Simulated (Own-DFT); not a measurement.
# Which defects push the lattice out? grey tin

Calculated, not measured: single-point runs of Own-DFT, a retired in-house plane-wave DFT program that no person has reviewed, on unrelaxed cells, without spin or spin-orbit coupling.

All runs used: PBE; PseudoDojo norm-conserving scalar-relativistic files; cutoff 42 hartree; 3 x 3 x 3 k mesh centred on Gamma; cold (Marzari-Vanderbilt) smearing of 0.2 eV.

Limits (not all hold for every row): not probed for a lower state with spin; forces on such cells moved up to 12 meV/angstrom on a denser k mesh; stress not checked against mesh or cutoff.

All runs share one cell, with vectors in Å (12.978, 0.000, 0.000); (0.000, 12.978, 0.000); (0.000, 0.000, 12.978) and a volume of 2185.9 Å³. The atoms are randomly displaced, by u rms on each axis. The defect's site can differ from row to row.

```
            cell  formula   u (Å)  P (GPa)
       no defect     Sn64  0.0202     3.38
       no defect     Sn64  0.0484     3.61
       no defect     Sn64  0.0526     3.66
two Sn vacancies     Sn62  0.0317     3.19
two Sn vacancies     Sn62  0.0327     3.16
two Sn vacancies     Sn62  0.0476     3.32
  one Sn vacancy     Sn63  0.0269     3.22
  one Sn vacancy     Sn63  0.0296     3.26
  one Sn vacancy     Sn63  0.0469     3.39
  one Sn vacancy     Sn63  0.0488        ?
```

## Worked fit

P = P0 + c u² + a shift for each defect gives P0 = 3.34 GPa, c = 116 ± 7 GPa/Å² and a scatter of 0.02 GPa. The shifts, and each times the cell's volume:

- one Sn vacancy: -0.19 ± 0.01 GPa, -2.6 eV
- two Sn vacancies: -0.28 ± 0.01 GPa, -3.9 eV (-1.9 eV for each of its 2 sites)

Against the defect-free cell, a freed cell would be larger where the shift is positive and smaller where it is negative (160.2 GPa Å³ is 1 eV). The atoms around the defects weren't relaxed, which would change these numbers.

## Prediction

Question: what pressure belongs in the blank (one Sn vacancy, u = 0.0488 Å)?

From the fit: 3.42 ± 0.02 GPa. The calculation gave 3.42 GPa.
